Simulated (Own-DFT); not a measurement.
# What a defect does to the pressure of its cell: zincblende GaP

Everything here is calculated. The program is Own-DFT (plane waves, in-house, since retired, never reviewed by a person); positions were held fixed, and spin and spin-orbit coupling were off.

Method: PBE; PseudoDojo norm-conserving scalar-relativistic files; cutoff 42 hartree; 3 x 3 x 3 k mesh centred on Gamma; Fermi-Dirac smearing of 0.1 eV.

Keep in mind (not all hold for every row): not probed for a lower state with spin; forces on such cells failed a check on a denser k mesh; forces on such cells passed a denser k mesh, each cell not checked; stress not checked against mesh or cutoff.

All runs share one cell, with vectors in Å (10.901, 0.000, 0.000); (0.000, 10.901, 0.000); (0.000, 0.000, 10.901) and a volume of 1295.4 Å³. u is the rms random offset of the atoms per axis. The defect's site can differ from row to row.

```
                   cell    formula   u (Å)  P (GPa)
              no defect    Ga32P32  0.0196     2.70
              no defect    Ga32P32  0.0200     2.70
              no defect    Ga32P32  0.0506     3.40
        two P vacancies    Ga32P30  0.0285     2.30
        two P vacancies    Ga32P30  0.0317        ?
        two P vacancies    Ga32P30  0.0495     2.66
        two P vacancies    Ga32P30  0.0544     2.90
    one In on a Ga site  Ga31InP32  0.0296     3.66
    one In on a Ga site  Ga31InP32  0.0514     4.26
    one In on a Ga site  Ga31InP32  0.0543     4.34
two P on a Ga site each    Ga30P34  0.0482     3.34
two P on a Ga site each    Ga30P34  0.0486     3.24
two P on a Ga site each    Ga30P34  0.0495     3.42
     one As on a P site  AsGa32P31  0.0292     3.22
     one As on a P site  AsGa32P31  0.0295     3.15
     one As on a P site  AsGa32P31  0.0484     3.51
```

## Fit

P = P0 + c u² + a shift for each defect gives P0 = 2.61 GPa, c = 296 ± 21 GPa/Å² and a scatter of 0.06 GPa. The shifts, and each times the cell's volume:

- one In on a Ga site: 0.85 ± 0.06 GPa, 6.8 eV
- one As on a P site: 0.29 ± 0.05 GPa, 2.3 eV
- two P on a Ga site each: 0.02 ± 0.06 GPa, 0.2 eV (0.1 eV for each of its 2 sites) (not resolved)
- two P vacancies: -0.60 ± 0.06 GPa, -4.8 eV (-2.4 eV for each of its 2 sites)

A positive shift means that the defect pushes the cell outwards. Shift times volume (160.2 GPa Å³ is 1 eV) depends little on the cell's size, so, taken for each site, it can be compared between cells at like pressure. The atoms around the defects weren't relaxed, which would change these numbers.

## Check

The question: what pressure belongs in the blank (two P vacancies, u = 0.0317 Å)?

The fit gives 2.31 ± 0.08 GPa. DFT gave 2.19 GPa.
